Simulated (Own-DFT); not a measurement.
# Energy and forces against displacement in zincblende GaP, 64 atoms (Ga32P32)

Calculated results; nothing here was measured. The program, named Own-DFT, is a retired in-house plane-wave density functional code that no person has reviewed. Each row is one single-point run on a periodic cell that was not relaxed, without spin or spin-orbit coupling.

Settings of every run: PBE; PseudoDojo norm-conserving scalar-relativistic files; cutoff 42 hartree; 3 x 3 x 3 k mesh centred on Gamma; Fermi-Dirac smearing of 0.1 eV.

Known limits, some of them of some rows only: some atoms lie very close together; forces on such cells passed a denser k mesh, each cell not checked; stress not checked against mesh or cutoff.

Cell vectors in Å: (10.901, 0.000, 0.000); (0.000, 10.901, 0.000); (0.000, 0.000, 10.901). In each run every atom was moved at random and independently from its ideal site; u is the rms move along one axis. E is the free energy for each atom above the fitted value at u = 0, and F the rms of the force components.

| run | u (Å) | E (meV/atom) | F (eV/Å) | largest force (eV/Å) | P (GPa) |
|---|---|---|---|---|---|
| 1 | 0.0197 | 6.7 | 0.295 | 1.03 | 2.73 |
| 2 | 0.0204 | ? | ? | ? | ? |
| 3 | 0.0526 | 49.6 | 0.767 | 2.44 | 3.37 |
| 4 | 0.0531 | 43.6 | 0.701 | 2.55 | 3.28 |
| 5 | 0.0914 | 120.3 | 1.175 | 3.80 | 4.18 |
| 6 | 0.1002 | 181.8 | 1.567 | 5.96 | 5.20 |
| 7 | 0.1057 | 203.6 | 1.741 | 7.77 | 5.63 |
| 8 | 0.1382 | 426.2 | 3.303 | 20.52 | 9.03 |
| 9 | 0.1919 | 707.4 | 4.040 | 17.81 | 13.05 |

## Worked fit

For small independent moves the energy grows as E = (3/2) K u², with K the mean stiffness felt by one atom. The runs with u up to 0.11 Å give K = 11.2 ± 0.6 eV/Å², with residuals divided by u² + 0.0006 Å², since the noise grows with the moves. The scatter is 5.0 meV/atom at u = 0.05 Å. The forces follow F = G u with G = 14.7 eV/Å²; no force at u = 0 is resolved. G exceeds K because the moves of its neighbours add to the force on an atom, and stiffness differs between atoms. At u = 0.192 Å the parabola gives 621 meV/atom and the run 707. The pressure follows P = 2.58 + 250 u² GPa: at fixed volume, shortened bonds push harder than stretched ones pull.

## Withheld run

Question: what energy and rms force should run 2 give?

The fit gives 7 ± 2 meV/atom and about 0.30 eV/Å. The calculation gave 6.8 meV/atom and 0.293 eV/Å.
